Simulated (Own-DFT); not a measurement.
# Reading a pressure off an energy slope: corundum Al2O3, 78 atoms (Al32O46), with two O vacancies

Calculated, not measured. Each geometry was run twice at fixed positions with Own-DFT, a retired in-house plane-wave program that no person has reviewed: with PBE, and with HSE06 (exact exchange share 0.25 at short range, screening 0.11 per bohr, Gygi-Baldereschi treatment of its divergence). Both used PseudoDojo norm-conserving files made for PBE, a cutoff of 48 hartree, the Gamma point alone, fixed occupations, a neutral cell and no spin. With Gamma alone and a thickness of 7.9 Å, finite-size errors remain in every number. The oxygen file's force components were 24 meV/Å off all-electron values in a glass.

Unstrained cell vectors in Å: (5.494, 0.000, 8.660); (-2.747, 4.758, 8.660); (-2.747, -4.758, 8.660), volume V0 = 679.1 Å³, from measured lattice constants. Each geometry has its own random strain of a few per cent, its own defect sites and random moves of rms u per axis. HSE06 gave the energy alone. D is its energy less that of PBE, over the lowest D shown. The PBE stress wasn't checked against mesh or cutoff.

| run | V - V0 (Å³) | u (Å) | P with PBE (GPa) | D (eV) |
|---|---|---|---|---|
| 1 | 0.6 | 0.0296 | 7.10 | 1.254 |
| 2 | -18.3 | 0.0534 | 16.15 | 0.674 |
| 3 | -7.2 | 0.0510 | 11.83 | 1.002 |
| 4 | 14.8 | 0.0516 | 3.11 | 2.038 |
| 5 | -30.8 | 0.0320 | 20.56 | 0.000 |
| 6 | -18.9 | 0.0279 | 14.72 | 0.467 |
| 7 | 15.0 | 0.0306 | 1.78 | 1.883 |
| 8 | 2.5 | 0.0302 | 6.15 | 1.336 |
| 9 | -7.6 | 0.0475 | 11.78 | 1.088 |
| 10 | 31.3 | 0.0488 | -0.97 | 2.507 |
| 11 | -8.5 | 0.0458 | 12.14 | 0.989 |
| 12 | 35.5 | 0.0312 | -4.28 | 2.666 |
| 13 | -20.0 | 0.0296 | 15.09 | ? |

## Fit

D = 1.17 + 0.0398 (V - V0) + 73 u² eV, with an error of 0.0008 on the volume slope, 19 on the last term and a scatter of 0.05 eV. Pressure is -dE/dV, and 1 eV/Å³ is 160.2 GPa, so HSE06 changes the pressure by -6.4 ± 0.1 GPa. With the ions held to the strained lattice, the PBE pressure falls by 248 ± 8 GPa per unit of volume strain; the shape of the strain isn't fitted, so the true error is larger, and a relaxed crystal would be softer. On that slope HSE06's volume at a given pressure is about 2.6 % smaller, or 0.9 % in lengths. At u = 0 and V0 the PBE pressure is 7.1 GPa, which puts the zero-pressure volume, against the measured cell and with the defects in, at +2.9 % for PBE and +0.3 % for HSE06, each good to a few tenths of a per cent.

## Test on the hidden row

Question: what D should run 13 give?

From the fit: 0.44 eV, with rows scattering by 0.05. The calculation gave 0.444 eV.
